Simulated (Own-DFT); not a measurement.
# A change of arrangement and its cost: In32P32, 64 atoms

Calculated results; nothing here was measured. They come from Own-DFT, an in-house plane-wave density functional program, since retired, whose code no person has reviewed. Each row is one single-point run on a periodic cell that was not relaxed, without spin or spin-orbit coupling.

Settings of every run: PBE; PseudoDojo norm-conserving scalar-relativistic files; cutoff 36 hartree; 3 x 3 x 3 k mesh centred on Gamma; Fermi-Dirac smearing of 0.1 eV.

Known limits, some of them of some rows only: not probed for a lower state with spin; forces on such cells moved up to 12 meV/angstrom on a denser k mesh; stress not checked against mesh or cutoff.

All cells hold the same atoms in the same cell, with vectors in Å (11.737, 0.000, 0.000); (0.000, 11.737, 0.000); (0.000, 0.000, 11.737). Every atom was moved at random from its ideal site; u is the rms move along one axis. The defect's site can differ from row to row. E is the free energy of the cell above the lowest run. The arrangements:

- A: zincblende InP
- B: zincblende InP, with one In on a P site and one P on an In site, 2.5 Å apart

| arrangement | u (Å) | E (eV) | P (GPa) |
|---|---|---|---|
| A | 0.0197 | 0.000 | 3.20 |
| A | 0.0210 | 0.017 | 3.21 |
| A | 0.0213 | 0.044 | 3.20 |
| A | 0.0465 | 1.609 | 3.53 |
| A | 0.0484 | 1.881 | 3.56 |
| A | 0.0538 | 2.467 | 3.69 |
| B | 0.0301 | 4.756 | 3.68 |
| B | 0.0310 | 4.647 | 3.68 |
| B | 0.0323 | 4.758 | 3.68 |
| B | 0.0467 | 6.073 | 3.94 |
| B | 0.0483 | 6.199 | 4.02 |
| B | 0.0509 | 5.862 | 3.88 |

Question: once the cost of the random moves is taken out, how do the arrangements rank?

## Worked answer

Fit E = a + b u², with one b for all and one a for each arrangement, and with residuals divided by u², since the noise grows with the moves. Then b = 951 eV/Å², the scatter at u = 0.04 Å is 0.13 eV, and against A:

- B: 4.19 ± 0.06 eV (higher)

These are energies of unrelaxed cells. Relaxing the atoms lowers the strained arrangements most, so the gaps would shrink and small ones could change sign.
